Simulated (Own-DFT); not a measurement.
# Strain and stress in hcp Ru, 36 atoms (Ru36)

Calculated results; nothing here was measured. The program, named Own-DFT, is a retired in-house plane-wave density functional code that no person has reviewed. Each row is one single-point run on a periodic cell that was not relaxed, without spin or spin-orbit coupling.

Settings of every run: PBE; PseudoDojo norm-conserving scalar-relativistic files; cutoff 50 hartree; 5 x 5 x 4 k mesh centred on Gamma; cold (Marzari-Vanderbilt) smearing of 0.2 eV.

Known limits: forces on such cells failed a check on a denser k mesh; stress not checked against mesh or cutoff.

Unstrained cell vectors in Å: (8.118, 0.000, 0.000); (-4.059, 7.030, 0.000); (0.000, 0.000, 8.563). The unstrained cell has measured lattice constants (interpolated for alloys), not those of this functional. That, the random moves and any unrelaxed bonds set the pressure at no strain. Each run strains this cell uniformly, with the atoms carried along. Every atom was also moved at random, by a Gaussian of width 0.05 Å on each axis. Strain is the symmetric tensor, in per cent. Stress is positive in tension, and the pressure is minus a third of its trace.

```
run,e_xx (%),e_yy (%),e_zz (%),e_yz (%),e_xz (%),e_xy (%),s_xx (GPa),s_yy (GPa),s_zz (GPa),s_yz (GPa),s_xz (GPa),s_xy (GPa),P (GPa),E (meV/atom)
1,-1.12,0.12,-0.69,-1.63,0.98,-1.99,-16.90,-11.11,-14.52,-6.03,4.18,-8.02,14.18,32.3
2,0.31,-1.29,1.19,1.30,-1.35,-1.80,-6.70,-14.25,-2.26,4.71,-4.81,-7.98,7.74,32.3
3,1.25,-1.84,-0.88,-0.82,0.33,0.13,-4.60,-18.62,-14.16,-3.76,1.27,0.18,12.46,6.0
4,-0.49,0.35,0.58,-1.94,-1.23,1.58,-8.44,-6.05,-4.70,-7.10,-4.44,5.99,6.40,11.0
5,-0.35,0.55,0.44,-0.46,-0.24,-0.82,-8.11,-4.24,-4.42,-1.71,-1.18,-3.71,5.59,3.1
6,1.48,-0.29,0.10,1.75,-0.28,0.27,1.00,-6.93,-4.54,6.52,-1.29,1.56,3.49,1.5
7,1.60,0.50,-0.87,0.08,1.15,-0.27,0.81,-3.27,-9.62,0.09,4.18,-0.02,4.03,2.9
8,0.49,-0.24,1.80,-1.40,1.41,0.54,-1.91,-5.38,3.26,-4.84,4.74,1.62,1.34,10.0
9,-1.49,0.18,-0.57,-0.45,1.38,0.62,-17.99,-11.38,-14.48,-1.89,5.84,2.42,14.62,26.4
10,0.96,1.03,-1.17,-0.11,0.18,-1.43,-2.29,-1.92,-11.35,-0.42,0.47,-5.52,5.19,0.2
11,-0.30,0.78,0.46,1.23,1.35,1.46,-7.66,-3.29,-4.92,4.05,4.99,5.92,5.29,18.0
12,1.86,1.54,-0.31,-1.21,1.32,0.94,4.99,3.49,-3.01,-4.50,4.78,3.54,-1.82,0.0
13,-0.08,0.57,-0.29,-1.78,1.52,-1.35,-8.60,-5.54,-10.90,-6.28,6.08,-5.36,8.35,34.6
14,1.36,-1.46,0.52,1.49,-1.35,-0.59,-1.79,-13.26,-4.78,5.39,-4.78,-3.13,6.61,13.9
15,0.48,0.78,-1.03,1.64,-0.64,-0.50,-5.79,-5.29,-13.35,6.35,-2.33,-2.15,8.14,25.6
16,0.30,-0.60,0.48,-0.46,0.15,0.13,?,?,?,?,?,?,?,?
```

E is the free energy for each atom above the lowest run shown.

## Worked fit

Each stress component was fitted by least squares to a constant and the strains of the runs shown, as fractions, with shears doubled. Shear strains stay in the fit of a normal stress only where such slopes are resolved. The slopes, in GPa:

| stress | at no strain | per e_xx | per e_yy | per e_zz | scatter |
|---|---|---|---|---|---|
| s_xx | -8.1 | 615 ± 15 | 174 ± 16 | 191 ± 18 | 0.55 |
| s_yy | -8.4 | 197 ± 13 | 608 ± 15 | 182 ± 16 | 0.49 |
| s_zz | -8.3 | 216 ± 19 | 173 ± 21 | 632 ± 23 | 0.71 |

Each shear stress against twice its own strain: yz 183 ± 3, xz 186 ± 4, xy 202 ± 5 GPa. These are stiffnesses along x, y and z of the frame in which the cell vectors are given, which need not be the crystal's axes. The atoms are held to the strained lattice; where symmetry lets them move under strain, relaxing them would lower some slopes. The table should be nearly symmetric about its diagonal, and what it lacks of that shows the noise. A ninth of its sum, 332 ± 9 GPa, estimates the bulk modulus near the mean pressure of these runs, 6.8 GPa, so it lies above the value at zero pressure.

## Withheld run

Question: what normal stresses and pressure should run 16 give?

The fit gives s_xx = -6.4, s_yy = -10.5, s_zz = -5.6 and P = 7.5 GPa. The calculation gave -6.48, -9.64, -5.04 and P = 7.05 GPa.
